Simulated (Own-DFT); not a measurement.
# Point defects and the pressure they add: grey tin

Source: density functional calculations with Own-DFT, an unreviewed in-house program that is no longer used. Nothing was measured or relaxed, and spin and spin-orbit coupling are left out.

Settings: PBE; PseudoDojo norm-conserving scalar-relativistic files; cutoff 42 hartree; 3 x 3 x 3 k mesh centred on Gamma; cold (Marzari-Vanderbilt) smearing of 0.2 eV.

Keep in mind (not all hold for every row): not probed for a lower state with spin; forces on such cells moved up to 12 meV/angstrom on a denser k mesh; stress not checked against mesh or cutoff.

All runs share one cell, with vectors in Å (12.978, 0.000, 0.000); (0.000, 12.978, 0.000); (0.000, 0.000, 12.978) and a volume of 2185.9 Å³. Atoms were moved at random from their sites; u is the rms move along one axis. The defect's site can differ from row to row.

```
            cell  formula   u (Å)  P (GPa)
       no defect     Sn64  0.0183     3.38
       no defect     Sn64  0.0205     3.39
       no defect     Sn64  0.0462     3.57
two Sn vacancies     Sn62  0.0295     3.17
two Sn vacancies     Sn62  0.0296     3.14
two Sn vacancies     Sn62  0.0525     3.33
  one Sn vacancy     Sn63  0.0249        ?
  one Sn vacancy     Sn63  0.0312     3.25
  one Sn vacancy     Sn63  0.0478     3.38
  one Sn vacancy     Sn63  0.0518     3.41
```

## Fit

P = P0 + c u² + a shift for each defect gives P0 = 3.35 GPa, c = 97 ± 4 GPa/Å² and a scatter of 0.01 GPa. The shifts, and each times the cell's volume:

- one Sn vacancy: -0.20 ± 0.01 GPa, -2.7 eV
- two Sn vacancies: -0.28 ± 0.01 GPa, -3.8 eV (-1.9 eV for each of its 2 sites)

A positive shift means that the defect pushes the cell outwards. Shift times volume (160.2 GPa Å³ is 1 eV) depends little on the cell's size, so, taken for each site, it can be compared between cells at like pressure. The atoms around the defects weren't relaxed, which would change these numbers.

## Withheld run

Q: what pressure belongs in the blank (one Sn vacancy, u = 0.0249 Å)?

From the fit: 3.21 ± 0.01 GPa. Computed: 3.22 GPa.
